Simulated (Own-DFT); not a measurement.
# Hybrid less PBE against volume: monoclinic HfO2, 94 atoms (Hf32O62), with two O vacancies

These are calculations. Each geometry was run twice at fixed positions with Own-DFT, a retired in-house plane-wave program that no person has reviewed: with PBE, and with HSE06 (exact exchange share 0.25 at short range, screening 0.11 per bohr, Gygi-Baldereschi treatment of its divergence). Both used PseudoDojo norm-conserving files made for PBE, a cutoff of 48 hartree, the Gamma point alone, fixed occupations, a neutral cell and no spin. One k point on a cell 10.1 Å thick isn't converged, and results move with the size of the cell. The hafnium file keeps the 4f electrons in the core, and its forces lie about 75 meV/Å off all-electron values. The oxygen file's force components were 24 meV/Å off all-electron values in a glass.

Unstrained cell vectors in Å: (10.234, 0.000, 0.000); (0.000, 10.350, 0.000); (-1.695, 0.000, 10.445), volume V0 = 1106.4 Å³, from measured lattice constants. Each geometry has its own random strain of a few per cent, its own defect sites and random moves of rms u per axis. HSE06 gave the energy alone. D is its energy less that of PBE, over the lowest D shown. The PBE stress wasn't checked against mesh or cutoff.

```
run,V - V0 (Å³),u (Å),P with PBE (GPa),D (eV)
1,-14.4,0.0317,7.64,0.686
2,-25.8,0.0297,9.84,0.303
3,-42.6,0.0304,14.38,0.000
4,-15.5,0.0491,8.98,0.839
5,-2.6,0.0281,4.55,1.021
6,-22.2,0.0499,10.72,0.754
7,23.4,0.0275,-0.54,1.692
8,-12.1,0.0500,7.52,1.037
9,-38.2,0.0305,12.86,0.107
10,-13.5,0.0307,6.72,0.747
11,-49.2,0.0496,17.93,0.000
12,-11.8,0.0287,6.92,0.729
13,26.4,0.0274,-1.99,1.699
14,-16.9,0.0508,10.03,?
```

## Fit

D = 0.93 + 0.0261 (V - V0) + 152 u² eV, with an error of 0.0006 on the volume slope, 18 on the last term and a scatter of 0.05 eV. Pressure is -dE/dV, and 1 eV/Å³ is 160.2 GPa, so HSE06 changes the pressure by -4.2 ± 0.1 GPa. With the ions held to the strained lattice, the PBE pressure falls by 258 ± 8 GPa per unit of volume strain; the shape of the strain isn't fitted, so the true error is larger, and a relaxed crystal would be softer. On that slope HSE06's volume at a given pressure is about 1.6 % smaller, or 0.5 % in lengths. At u = 0 and V0 the PBE pressure is 3.4 GPa, which puts the zero-pressure volume, against the measured cell and with the defects in, at +1.3 % for PBE and -0.3 % for HSE06, each good to a few tenths of a per cent.

## Prediction

Question: what D should run 14 give?

The fit gives 0.88 eV, with rows scattering by 0.05. Computed: 0.705 eV. This run lies off the fit, by chance or by something that the fit leaves out.
